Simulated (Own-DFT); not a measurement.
## Calculated data, TiSi2 (C49 TiSi2 crystal, atoms displaced)

A calculation, not a measurement: plane-wave density functional theory by an unreviewed code, no spin, of a simulated periodic cell, stress positive in tension, run twice, with PBE and with PBEsol, both on files made for PBE, so the change isn't that of files made for PBEsol, forces on such cells moved up to 12 meV/angstrom on a denser k mesh; the far tail of each file's local potential was reset to the Coulomb form; each entry is a single point on an unrelaxed cell, so the pressure reflects the starting lattice, taken from the Materials Project, from which strain is counted, and rises with the displacements; printed positions are rounded, which can move forces by about a meV/angstrom; the program, named Own-DFT, is a retired in-house code; no spin-orbit coupling; stress was not checked against mesh or cutoff. Program: Own-DFT development build.

TiSi2 (C49 TiSi2 crystal, atoms displaced)

```
TiSi2
1.0
      5.2953    -6.7593     3.5652
      7.0604     0.0000    -7.1303
      5.2953     6.7593     3.5652
Ti Si Ti Si Ti Si Ti Si Ti Si Ti Si Ti Si Ti Si Ti Si Ti Si
2 4 2 4 2 4 2 4 2 4 2 4 2 4 2 4 2 4 2 4
Direct
  0.94648 0.92102 0.15677
  0.85230 0.87647 0.64815
  0.61112 0.92515 0.49470
  0.19333 0.87798 0.31219
  0.89837 0.02671 0.39556
  0.89930 0.77507 0.40247
  0.94435 0.42559 0.15331
  0.85516 0.37235 0.65002
  0.60849 0.42390 0.49280
  0.19205 0.37817 0.31145
  0.89777 0.52260 0.40432
  0.90405 0.27285 0.39990
  0.74710 0.72363 0.95255
  0.65295 0.67475 0.44507
  0.40821 0.72353 0.29015
  0.99187 0.67418 0.10724
  0.69692 0.82256 0.19736
  0.70073 0.57330 0.19782
  0.54715 0.02252 0.75044
  0.45312 0.97653 0.24397
  0.21224 0.02221 0.09414
  0.79487 0.97339 0.91201
  0.50103 0.12581 0.99580
  0.49840 0.87744 0.00027
  0.74796 0.22545 0.95313
  0.64835 0.17503 0.44683
  0.40777 0.22187 0.29545
  0.99195 0.17517 0.10990
  0.69641 0.32252 0.20128
  0.69774 0.07583 0.19924
  0.54842 0.52477 0.75556
  0.45645 0.47604 0.24702
  0.20508 0.52241 0.09160
  0.79168 0.47545 0.90724
  0.49969 0.62525 0.99998
  0.49949 0.37529 0.99639
  0.34730 0.82737 0.55411
  0.25203 0.77463 0.04812
  0.00687 0.82551 0.89349
  0.59310 0.77426 0.70885
  0.30050 0.92289 0.80075
  0.30029 0.67735 0.79889
  0.34514 0.32515 0.55548
  0.25482 0.27506 0.04690
  0.00767 0.32533 0.89129
  0.59300 0.27579 0.70608
  0.30079 0.42413 0.80141
  0.29849 0.17648 0.80165
  0.14817 0.62559 0.35042
  0.05099 0.57580 0.84164
  0.80933 0.62918 0.68942
  0.39032 0.57690 0.50733
  0.09767 0.72296 0.59960
  0.10337 0.47152 0.59656
  0.14382 0.12226 0.35414
  0.05618 0.07471 0.84600
  0.81134 0.12151 0.69358
  0.39297 0.07423 0.50666
  0.10064 0.22518 0.60198
  0.10282 0.97184 0.59959
```

- functional: PBE, then PBEsol
- potential files: PseudoDojo norm-conserving, scalar-relativistic, standard set
- wave cutoff: 42 hartree
- occupations: cold (Marzari-Vanderbilt)
- smearing width: 0.2 eV
- k mesh: 4 x 4 x 4 centred on Gamma
- PBE pressure: 2.04 GPa
- PBE stress xx: -1.77 GPa
- PBE stress yy: -2.06 GPa
- PBE stress zz: -2.28 GPa
- PBE stress yz: -0.15 GPa
- PBE stress xz: -0.06 GPa
- PBE stress xy: -0.05 GPa
- PBEsol pressure: -1.29 GPa
- PBEsol stress xx: 1.65 GPa
- PBEsol stress yy: 1.51 GPa
- PBEsol stress zz: 0.7 GPa
- PBEsol stress yz: -0.16 GPa
- PBEsol stress xz: -0.06 GPa
- PBEsol stress xy: -0.05 GPa
- rms change of force components from PBE to PBEsol: 0.019 eV/Å

Force:
```
force element  PBE force x (eV/Å)  PBE force y (eV/Å)  PBE force z (eV/Å)  PBEsol force x (eV/Å)  PBEsol force y (eV/Å)  PBEsol force z (eV/Å)
           Ti                0.24              -0.281              -0.339                  0.239                 -0.295                 -0.337
           Ti               0.002               -0.26               0.206                 -0.003                 -0.239                   0.21
           Si              -0.441              -0.262              -0.243                 -0.432                  -0.31                 -0.243
           Si              -0.528               0.086               0.267                 -0.521                  0.139                  0.268
           Si               0.075                0.36               0.321                  0.078                  0.353                  0.328
           Si              -0.217              -0.163              -0.088                 -0.223                 -0.163                 -0.096
           Ti                0.07              -0.183               0.278                   0.07                 -0.198                  0.276
           Ti              -0.145              -0.096              -0.417                 -0.141                 -0.081                 -0.415
           Si               0.117              -0.236              -0.236                  0.114                  -0.29                 -0.242
           Si              -0.481               0.045               0.292                 -0.473                  0.097                  0.292
           Si                   0              -0.279               -0.22                 -0.002                 -0.272                 -0.226
           Si               -0.11               0.329              -0.256                 -0.109                  0.321                 -0.257
           Ti               0.112               0.061              -0.117                  0.112                  0.044                 -0.116
           Ti               0.073               0.224               0.044                  0.072                  0.238                  0.045
           Si               0.255               -0.11              -0.206                  0.249                 -0.163                 -0.207
           Si              -0.035                0.29               0.039                 -0.033                  0.346                  0.038
           Si               0.347               0.019               0.114                  0.354                   0.02                  0.117
           Si               0.117               0.089               0.041                  0.116                  0.086                  0.046
           Ti               0.501               0.196              -0.049                  0.493                  0.176                 -0.047
           Ti               0.146                0.21               0.459                  0.143                  0.224                  0.453
           Si               -0.18              -0.037              -0.651                 -0.177                  -0.09                  -0.65
           Si              -0.186               0.345              -0.464                 -0.185                  0.399                 -0.465
           Si               0.078               0.152                0.07                  0.082                  0.152                  0.071
           Si              -0.189              -0.209               0.123                  -0.19                 -0.206                  0.123
           Ti              -0.123              -0.017               0.045                  -0.12                 -0.032                  0.042
           Ti               0.442              -0.363               0.369                  0.434                 -0.342                  0.366
           Si               0.003              -0.316              -0.827                  0.002                 -0.373                 -0.827
           Si              -0.154              -0.061               0.123                 -0.151                 -0.011                  0.124
           Si               0.226              -0.205              -0.055                   0.23                   -0.2                 -0.058
           Si              -0.104              -0.116               0.163                 -0.112                 -0.114                  0.166
           Ti              -0.287               -0.17                -0.3                 -0.285                  -0.18                 -0.296
           Ti              -0.537               0.356               0.015                  -0.53                   0.37                  0.014
           Si               0.233              -0.392              -0.081                   0.23                 -0.445                 -0.081
           Si               0.029               0.093              -0.008                  0.028                  0.142                 -0.013
           Si               0.004               0.058              -0.021                  0.005                  0.057                  -0.02
           Si               0.274               0.125               0.166                  0.277                  0.122                  0.167
           Ti              -0.244              -0.185               0.302                 -0.239                 -0.195                  0.298
           Ti                -0.1              -0.148               0.053                 -0.096                 -0.133                  0.051
           Si              -0.044              -0.443               0.169                 -0.045                   -0.5                  0.169
           Si              -0.098               0.275               -0.08                 -0.096                   0.33                 -0.082
           Si               0.135               0.026               -0.21                  0.138                  0.026                 -0.216
           Si              -0.202               0.068               0.206                 -0.206                  0.065                  0.207
           Ti               0.029              -0.446               0.092                  0.027                 -0.457                   0.09
           Ti              -0.136               0.227               0.126                 -0.139                  0.234                  0.126
           Si               0.142              -0.138                0.25                  0.137                 -0.189                  0.249
           Si              -0.046               0.282               0.426                 -0.045                  0.334                  0.428
           Si                   0               0.025              -0.282                 -0.002                  0.025                 -0.287
           Si              -0.141              -0.275               0.176                 -0.146                  -0.27                  0.176
           Ti                0.09               0.378              -0.095                  0.088                  0.358                 -0.092
           Ti               0.401               0.173               0.373                  0.398                   0.19                  0.368
           Si              -0.353              -0.078               0.431                 -0.346                 -0.128                  0.434
           Si               0.129               0.147               0.328                  0.128                  0.197                  0.328
           Si               0.146               -0.15               -0.02                  0.147                 -0.144                 -0.014
           Si               0.215               0.302              -0.228                  0.221                  0.296                 -0.225
           Ti               0.616              -0.362              -0.224                  0.608                 -0.373                 -0.219
           Ti               0.056               0.403               0.123                  0.053                  0.415                  0.119
           Si               0.015               -0.05              -0.474                  0.014                 -0.099                 -0.471
           Si               0.039               0.489               0.088                  0.039                  0.544                  0.095
           Si              -0.284              -0.019               0.184                 -0.286                 -0.016                  0.189
           Si               0.008               0.215               -0.27                  0.008                   0.21                 -0.275
```
